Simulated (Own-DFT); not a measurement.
## Calculated data, Si2SnGe13 (diamond-structure random alloy, atoms displaced)

A calculation, not a measurement: plane-wave density functional theory by an unreviewed code, no spin, of a simulated periodic cell, stress positive in tension, run twice, with PBE and with PBEsol, both on files made for PBE, so the change isn't that of files made for PBEsol, forces on such cells moved up to 12 meV/angstrom on a denser k mesh; the far tail of each file's local potential was reset to the Coulomb form; each entry is a single point on an unrelaxed cell, so the pressure reflects the starting lattice, mostly measured values (interpolated for alloys), from which strain is counted, and rises with the displacements; printed positions are rounded, which can move forces by about a meV/angstrom; the program, named Own-DFT, is a retired in-house code; no spin-orbit coupling; stress was not checked against mesh or cutoff. Program: Own-DFT development build.

### Si2SnGe13 (diamond-structure random alloy, atoms displaced)

```cif
# cell vector a (Å): 11.3631 0.0000 0.0000
# cell vector b (Å): 0.0000 11.3631 0.0000
# cell vector c (Å): 0.0000 0.0000 11.3631
data_Si2SnGe13
_symmetry_space_group_name_H-M 'P 1'
_symmetry_Int_Tables_number 1
_cell_length_a 11.3631
_cell_length_b 11.3631
_cell_length_c 11.3631
_cell_angle_alpha 90.000
_cell_angle_beta 90.000
_cell_angle_gamma 90.000
_cell_volume 1467.20
loop_
_atom_site_label
_atom_site_type_symbol
_atom_site_fract_x
_atom_site_fract_y
_atom_site_fract_z
_atom_site_occupancy
Ge1 Ge 0.00338 0.99486 0.00435 1
Ge2 Ge 0.99904 0.24980 0.24835 1
Ge3 Ge 0.24665 0.99999 0.25176 1
Ge4 Ge 0.25083 0.24731 0.00449 1
Ge5 Ge 0.12717 0.12574 0.12504 1
Ge6 Ge 0.12608 0.37367 0.37761 1
Ge7 Ge 0.37301 0.12738 0.37310 1
Ge8 Ge 0.37296 0.37627 0.12006 1
Ge9 Ge 0.99743 0.00436 0.50029 1
Si1 Si 0.99930 0.25011 0.75489 1
Si2 Si 0.24492 0.99660 0.75108 1
Ge10 Ge 0.24953 0.24933 0.49765 1
Ge11 Ge 0.12994 0.12555 0.62160 1
Ge12 Ge 0.12709 0.37793 0.87799 1
Ge13 Ge 0.36998 0.12365 0.88034 1
Ge14 Ge 0.37608 0.37147 0.62393 1
Ge15 Ge 0.00071 0.50242 0.99979 1
Sn1 Sn 0.99663 0.74728 0.24874 1
Si3 Si 0.25291 0.49714 0.24884 1
Ge16 Ge 0.24842 0.75320 0.99654 1
Si4 Si 0.12505 0.62304 0.12717 1
Ge17 Ge 0.12815 0.86757 0.37495 1
Ge18 Ge 0.37275 0.62052 0.37631 1
Ge19 Ge 0.37655 0.87758 0.12527 1
Ge20 Ge 0.99926 0.50264 0.49817 1
Sn2 Sn 0.99947 0.75245 0.74927 1
Sn3 Sn 0.24680 0.50162 0.74933 1
Ge21 Ge 0.25269 0.75077 0.50091 1
Ge22 Ge 0.12284 0.62266 0.62355 1
Ge23 Ge 0.12147 0.88161 0.87753 1
Ge24 Ge 0.37242 0.62472 0.88112 1
Ge25 Ge 0.37204 0.87620 0.62557 1
Ge26 Ge 0.49736 0.00094 0.99618 1
Ge27 Ge 0.50529 0.24854 0.25026 1
Ge28 Ge 0.75084 0.00226 0.24887 1
Ge29 Ge 0.75503 0.24781 0.99901 1
Si5 Si 0.62758 0.12432 0.13199 1
Ge30 Ge 0.62289 0.36765 0.37462 1
Ge31 Ge 0.87281 0.12509 0.37367 1
Ge32 Ge 0.87478 0.37352 0.12968 1
Ge33 Ge 0.49893 0.99983 0.50250 1
Ge34 Ge 0.50173 0.24966 0.74714 1
Ge35 Ge 0.75274 0.99717 0.75321 1
Si6 Si 0.75273 0.24873 0.49861 1
Ge36 Ge 0.62609 0.12440 0.62626 1
Ge37 Ge 0.62244 0.37509 0.87414 1
Ge38 Ge 0.87708 0.12348 0.87313 1
Ge39 Ge 0.87153 0.37780 0.62406 1
Ge40 Ge 0.50007 0.49913 0.99776 1
Sn4 Sn 0.50226 0.75406 0.24494 1
Si7 Si 0.75042 0.49963 0.25007 1
Ge41 Ge 0.75146 0.74918 0.99971 1
Ge42 Ge 0.62247 0.62251 0.12170 1
Si8 Si 0.62637 0.87153 0.37685 1
Ge43 Ge 0.87452 0.62860 0.37572 1
Ge44 Ge 0.87318 0.87951 0.12475 1
Ge45 Ge 0.49694 0.50174 0.49928 1
Ge46 Ge 0.49930 0.75008 0.74958 1
Ge47 Ge 0.75917 0.49724 0.75204 1
Ge48 Ge 0.75307 0.74947 0.49671 1
Ge49 Ge 0.62239 0.62379 0.62323 1
Ge50 Ge 0.62078 0.87111 0.87319 1
Ge51 Ge 0.87157 0.62525 0.87409 1
Ge52 Ge 0.87513 0.87638 0.62855 1
```

Here we set functional PBE, then PBEsol, potential files PseudoDojo norm-conserving, scalar-relativistic, standard set, wave cutoff 49 hartree, occupations Fermi-Dirac, smearing width 0.1 eV and k mesh 3 x 3 x 3 centred on Gamma.

It finds PBE pressure 4.17 GPa; PBE stress xx -4.15 GPa; PBE stress yy -4.18 GPa; PBE stress zz -4.19 GPa; PBE stress yz -0.36 GPa; PBE stress xz -0.14 GPa; PBE stress xy 0.39 GPa; PBEsol pressure 1.34 GPa; PBEsol stress xx -1.32 GPa; PBEsol stress yy -1.34 GPa; PBEsol stress zz -1.35 GPa; PBEsol stress yz -0.33 GPa; PBEsol stress xz -0.13 GPa; PBEsol stress xy 0.38 GPa; rms change of force components from PBE to PBEsol 0.037 eV/Å.

Force:
```tsv
force element	PBE force x (eV/Å)	PBE force y (eV/Å)	PBE force z (eV/Å)	PBEsol force x (eV/Å)	PBEsol force y (eV/Å)	PBEsol force z (eV/Å)
Ge	-0.507	1.251	-0.098	-0.488	1.204	-0.102
Ge	0.324	-0.109	0.424	0.31	-0.106	0.408
Ge	0.361	-0.125	-0.049	0.356	-0.119	-0.052
Ge	-0.357	0.456	-0.481	-0.336	0.443	-0.465
Ge	-0.47	-0.256	0.337	-0.452	-0.251	0.33
Ge	-0.099	0.416	-0.771	-0.122	0.369	-0.714
Ge	0.348	-0.387	-0.016	0.329	-0.371	-0.012
Ge	0.488	-0.105	0.902	0.5	-0.137	0.835
Ge	0.457	-0.625	-0.139	0.445	-0.603	-0.132
Si	0.41	0.229	-0.694	0.404	0.226	-0.678
Si	0.434	0.607	-0.033	0.423	0.594	-0.035
Ge	0.412	0.153	0.196	0.397	0.143	0.189
Ge	-0.74	0.01	1.056	-0.722	0.013	0.958
Ge	-1.405	-1.671	0.803	-1.343	-1.585	0.808
Ge	0.108	-0.033	-1.328	0.132	-0.011	-1.244
Ge	0.465	-0.307	-0.635	0.452	-0.296	-0.619
Ge	-0.081	-0.084	0.563	-0.1	-0.114	0.509
Sn	0.625	0.328	-0.657	0.566	0.363	-0.587
Si	-0.66	0.245	-0.035	-0.608	0.204	0.002
Ge	-0.24	-0.128	0.998	-0.199	-0.098	0.938
Si	1.288	-0.868	-0.966	1.224	-0.818	-0.987
Ge	0.151	1.546	0.949	0.152	1.501	0.919
Ge	-0.532	-0.063	-0.227	-0.484	-0.033	-0.172
Ge	-1.588	1.122	-1.252	-1.542	1.088	-1.223
Ge	-0.138	-0.353	-0.024	-0.129	-0.333	-0.017
Sn	0.402	-0.465	0.404	0.383	-0.45	0.392
Sn	0.987	-0.355	-0.145	0.956	-0.346	-0.134
Ge	-0.206	-0.576	0.105	-0.202	-0.557	0.095
Ge	-0.046	0.734	-1.783	-0.046	0.711	-1.73
Ge	1.261	0.025	0.106	1.187	-0.009	0.146
Ge	0.96	0.924	-0.013	0.93	0.901	-0.014
Ge	0.034	0.123	0.543	0.064	0.08	0.491
Ge	0.798	0.198	0.865	0.734	0.161	0.815
Ge	-0.811	-0.155	-0.68	-0.814	-0.116	-0.61
Ge	-0.778	-0.412	0.561	-0.682	-0.403	0.547
Ge	-0.852	-0.059	0.513	-0.795	-0.033	0.474
Si	-0.171	0.003	-1.265	-0.164	0.004	-1.233
Ge	0.921	1.097	0.418	0.826	1.056	0.391
Ge	0.177	0.368	0.172	0.208	0.318	0.128
Ge	-0.131	0.696	-0.448	-0.089	0.633	-0.467
Ge	0.278	-0.062	-0.579	0.24	-0.032	-0.527
Ge	-0.42	-0.319	0.501	-0.401	-0.3	0.48
Ge	-0.663	0.19	-0.121	-0.638	0.181	-0.12
Si	-0.455	0.041	0.246	-0.45	0.041	0.238
Ge	0.599	0.009	-0.26	0.542	-0.018	-0.217
Ge	0.656	-0.228	-0.072	0.635	-0.217	-0.075
Ge	0.5	-0.103	0.263	0.443	-0.134	0.286
Ge	0.919	-1.129	-0.218	0.891	-1.021	-0.194
Ge	-0.071	-0.014	0.045	-0.073	-0.009	0.042
Sn	-0.117	-0.735	1.202	-0.156	-0.754	1.114
Si	-0.372	-0.113	0.238	-0.364	-0.111	0.231
Ge	-0.504	0.128	0.043	-0.494	0.12	0.033
Ge	1.574	-1.049	-0.354	1.495	-0.984	-0.379
Si	0.845	1.324	0.708	0.835	1.298	0.696
Ge	-1.327	-1.941	0.525	-1.257	-1.845	0.548
Ge	-0.736	0.186	-0.687	-0.708	0.182	-0.664
Ge	0.38	-0.807	-0.012	0.363	-0.778	-0.009
Ge	-0.454	-0.404	-0.092	-0.431	-0.388	-0.088
Ge	-1.668	0.304	-0.124	-1.613	0.297	-0.123
Ge	-0.695	0.471	0.652	-0.636	0.419	0.659
Ge	0.695	0.005	0.291	0.667	0.008	0.281
Ge	0.515	0.366	0.298	0.499	0.352	0.283
Ge	-0.004	-0.53	1.013	-0.006	-0.52	0.98
Ge	-1.076	1.018	-1.682	-1.044	0.989	-1.623
```
